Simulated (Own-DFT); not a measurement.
# Response to strain: wurtzite GaN, 72 atoms (Ga36N36)

Calculated results; nothing here was measured. The program, named Own-DFT, is a retired in-house plane-wave density functional code that no person has reviewed. Each row is one single-point run on a periodic cell that was not relaxed, without spin or spin-orbit coupling.

Settings of every run: PBE; PseudoDojo norm-conserving scalar-relativistic files (stringent for Ga); cutoff 96 hartree; 4 x 4 x 3 k mesh centred on Gamma; Gaussian smearing of 0.01 eV.

Known limits: forces not confirmed at this smearing and k mesh; stress not checked against mesh or cutoff.

Unstrained cell vectors in Å: (9.567, 0.000, 0.000); (-4.783, 8.285, 0.000); (0.000, 0.000, 10.370). The unstrained cell has measured lattice constants (interpolated for alloys), not those of this functional. That, the random moves and any unrelaxed bonds set the pressure at no strain. Each run strains this cell uniformly, with the atoms carried along. Every atom was also moved at random, by a Gaussian of width 0.05 Å on each axis. Strain is the symmetric tensor, in per cent. Stress is positive in tension, and the pressure is minus a third of its trace.

| run | e_xx (%) | e_yy (%) | e_zz (%) | e_yz (%) | e_xz (%) | e_xy (%) | s_xx (GPa) | s_yy (GPa) | s_zz (GPa) | s_yz (GPa) | s_xz (GPa) | s_xy (GPa) | P (GPa) | E (meV/atom) |
|---|---|---|---|---|---|---|---|---|---|---|---|---|---|---|
| 1 | 0.64 | 0.55 | 1.44 | 1.28 | -1.36 | -1.98 | -1.75 | -3.50 | -0.75 | 2.89 | -2.78 | -4.47 | 2.00 | 0.7 |
| 2 | 1.40 | -1.09 | 0.85 | 1.68 | 0.98 | 1.41 | -0.13 | -11.37 | -3.91 | 3.42 | 1.88 | 3.89 | 5.14 | 12.6 |
| 3 | 0.65 | -0.04 | -0.35 | -1.24 | -1.48 | 1.39 | -3.96 | -5.66 | -9.09 | -2.38 | -2.46 | 4.28 | 6.24 | 0.0 |
| 4 | 1.34 | 0.00 | -1.36 | -0.92 | -1.82 | -0.33 | -2.60 | -6.55 | -12.28 | -2.53 | -3.45 | -0.28 | 7.14 | 13.7 |
| 5 | -1.85 | -1.62 | 1.89 | 0.45 | 0.16 | 0.93 | -15.86 | -15.92 | -1.19 | 1.39 | -0.12 | 2.45 | 10.99 | 33.6 |
| 6 | -1.38 | 0.28 | -1.76 | 1.83 | -1.41 | 0.04 | -14.68 | -9.08 | -16.89 | 3.70 | -2.06 | -0.46 | 13.55 | 43.7 |
| 7 | 1.27 | 1.31 | -1.94 | -0.60 | 0.01 | 1.51 | -1.21 | -1.48 | -16.43 | -1.03 | -0.98 | 3.92 | 6.37 | 19.1 |
| 8 | 1.26 | -1.27 | -1.14 | -0.96 | -0.53 | -1.03 | -4.46 | -13.22 | -10.49 | -2.01 | -1.11 | -4.26 | 9.39 | 16.8 |
| 9 | 1.39 | 0.75 | -0.11 | 1.28 | -1.22 | 1.44 | -1.97 | -1.16 | -6.87 | 2.68 | -3.12 | 3.10 | 3.33 | 6.5 |
| 10 | 1.43 | -1.90 | -1.95 | 1.95 | 0.72 | 1.67 | -5.34 | -14.35 | -17.55 | 3.95 | 0.77 | 5.39 | 12.41 | 42.6 |
| 11 | -1.60 | 0.53 | 1.01 | 1.80 | -0.36 | -0.43 | -12.93 | -7.42 | -2.83 | 4.26 | -0.55 | -1.60 | 7.73 | 19.6 |
| 12 | -0.01 | -0.75 | 0.36 | 1.20 | -0.45 | 0.31 | -7.22 | -9.46 | -7.76 | 2.00 | -0.24 | 0.18 | 8.15 | 24.2 |
| 13 | -0.62 | -0.21 | 0.71 | -1.79 | 1.01 | -0.53 | -10.37 | -7.96 | -4.55 | -2.64 | 3.26 | -2.45 | 7.63 | 23.0 |
| 14 | -0.97 | -1.37 | -0.31 | 1.05 | -1.52 | 0.17 | -12.43 | -13.73 | -11.41 | 2.26 | -2.99 | 1.84 | 12.52 | 24.2 |
| 15 | 1.91 | -0.02 | -0.60 | 0.38 | -1.43 | 0.84 | ? | ? | ? | ? | ? | ? | ? | ? |

E is the free energy for each atom above the lowest run shown.

## Worked fit

Each stress component was fitted by least squares to a constant and the strains of the runs shown, as fractions, with shears doubled. Shear strains stay in the fit of a normal stress only where such slopes are resolved. The slopes, in GPa:

```
stress  at no strain  per e_xx  per e_yy  per e_zz  scatter
  s_xx          -7.2  449 ± 22  107 ± 25   98 ± 22     0.90
  s_yy          -7.3  120 ± 25  439 ± 29   48 ± 25     1.03
  s_zz          -7.8   69 ± 28   49 ± 31  464 ± 27     1.12
```

Each shear stress against twice its own strain: yz 98 ± 4, xz 100 ± 11, xy 143 ± 14 GPa. These are stiffnesses along x, y and z of the frame in which the cell vectors are given, which need not be the crystal's axes. The atoms are held to the strained lattice; where symmetry lets them move under strain, relaxing them would lower some slopes. The table should be nearly symmetric about its diagonal, and what it lacks of that shows the noise. A ninth of its sum, 205 ± 5 GPa, estimates the bulk modulus near the mean pressure of these runs, 8.0 GPa, so it lies above the value at zero pressure.

## Withheld run

Question: what normal stresses and pressure should run 15 give?

The fit gives s_xx = 0.8, s_yy = -5.3, s_zz = -9.3 and P = 4.6 GPa. The calculation gave -1.23, -4.51, -7.61 and P = 4.45 GPa.
